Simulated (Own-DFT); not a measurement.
# Response to strain: 2H SiC, 72 atoms (C36Si36)

All numbers below are calculated, not measured. The program, named Own-DFT, is a retired in-house plane-wave density functional code that no person has reviewed. Each row is one single-point run on a periodic cell that was not relaxed, without spin or spin-orbit coupling.

Settings of every run: PBE; PseudoDojo norm-conserving scalar-relativistic files; cutoff 42 hartree; 4 x 4 x 3 k mesh centred on Gamma; Fermi-Dirac smearing of 0.1 eV.

Known limits: forces on such cells passed a denser k mesh, each cell not checked; stress not checked against mesh or cutoff.

Unstrained cell vectors in Å: (9.248, 0.000, 0.000); (-4.624, 8.009, 0.000); (0.000, 0.000, 10.068). The unstrained cell has measured lattice constants (interpolated for alloys), not those of this functional. That, the random moves and any unrelaxed bonds set the pressure at no strain. Each run strains this cell uniformly, with the atoms carried along. Every atom was also moved at random, by a Gaussian of width 0.05 Å on each axis. Strain is the symmetric tensor, in per cent. Stress is positive in tension, and the pressure is minus a third of its trace.

```
run,e_xx (%),e_yy (%),e_zz (%),e_yz (%),e_xz (%),e_xy (%),s_xx (GPa),s_yy (GPa),s_zz (GPa),s_yz (GPa),s_xz (GPa),s_xy (GPa),P (GPa),E (meV/atom)
1,-1.06,1.70,1.63,-0.15,1.29,1.36,-8.06,3.35,2.50,-0.79,4.35,6.66,0.74,14.7
2,1.21,0.85,1.25,0.71,-0.22,-0.67,2.87,2.07,0.41,1.27,-0.15,-2.91,-1.78,5.2
3,-0.92,0.26,1.73,-0.80,0.18,-0.65,-8.77,-3.59,3.67,-2.78,0.32,-1.96,2.90,0.0
4,-1.96,-1.21,1.25,0.64,1.83,-1.74,-18.99,-11.73,-1.55,1.95,6.36,-8.26,10.76,52.2
5,1.08,-1.11,-0.55,1.66,-1.28,-0.41,1.80,-10.92,-11.54,4.52,-3.83,-2.68,6.89,17.8
6,-1.11,0.96,0.77,-0.86,-0.44,1.60,-10.01,-0.52,-2.05,-3.37,-2.09,8.08,4.19,14.3
7,1.09,0.33,-0.86,1.38,-0.90,-1.67,0.51,-2.36,-10.82,4.50,-2.39,-7.09,4.22,17.7
8,-1.00,0.66,0.95,-0.69,1.15,1.30,-10.99,-0.67,-2.31,-1.68,2.94,7.79,4.65,26.3
9,1.01,-0.25,-0.76,-0.97,0.13,-1.70,0.76,-5.60,-12.32,-3.31,-1.43,-8.48,5.72,19.4
10,-1.19,-0.78,-0.69,1.10,1.42,-0.53,-12.02,-10.65,-15.19,3.98,5.66,-2.29,12.62,52.8
11,1.21,-1.65,1.63,-1.03,0.98,0.99,-1.87,-9.79,1.93,-3.91,4.85,5.88,3.24,17.8
12,-1.71,-1.94,-1.85,1.21,0.63,1.94,-17.17,-20.15,-23.87,1.98,3.21,11.40,20.40,78.9
13,1.96,-0.51,0.27,-1.55,-0.34,1.44,6.52,-6.03,-6.91,-5.65,-1.33,5.31,2.14,20.6
14,1.92,0.76,-1.90,0.49,0.88,1.89,6.07,-0.44,-20.99,0.72,2.81,8.01,5.12,56.1
15,0.18,-1.31,0.56,0.74,-1.04,1.34,-3.74,-10.73,-4.87,2.00,-2.56,5.89,6.45,14.3
16,-1.59,0.58,1.23,0.37,-1.75,0.88,-11.94,-1.15,-1.47,0.46,-5.46,4.65,4.85,8.9
17,1.41,1.33,0.09,-1.84,-1.10,1.61,?,?,?,?,?,?,?,?
```

E is the free energy for each atom above the lowest run shown.

## Worked fit

Each stress component was fitted by least squares to a constant and the strains of the runs shown, as fractions, with shears doubled. Shear strains stay in the fit of a normal stress only where such slopes are resolved. The slopes, in GPa:

| stress | at no strain | per e_xx | per e_yy | per e_zz | scatter |
|---|---|---|---|---|---|
| s_xx | -4.8 | 565 ± 25 | 124 ± 32 | 2 ± 30 | 1.30 |
| s_yy | -4.9 | 113 ± 17 | 525 ± 21 | 111 ± 19 | 0.85 |
| s_zz | -8.4 | 58 ± 23 | 64 ± 29 | 677 ± 27 | 1.17 |

Each shear stress against twice its own strain: yz 156 ± 10, xz 173 ± 7, xy 239 ± 11 GPa. These are stiffnesses along x, y and z of the frame in which the cell vectors are given, which need not be the crystal's axes. The atoms are held to the strained lattice; where symmetry lets them move under strain, relaxing them would lower some slopes. The table should be nearly symmetric about its diagonal, and what it lacks of that shows the noise. A ninth of its sum, 249 ± 7 GPa, estimates the bulk modulus near the mean pressure of these runs, 5.8 GPa, so it lies above the value at zero pressure.

## Withheld run

Question: what normal stresses and pressure should run 17 give?

The fit gives s_xx = 4.8, s_yy = 3.7, s_zz = -6.2 and P = -0.8 GPa. The calculation gave 3.29, 2.48, -4.63 and P = -0.38 GPa.
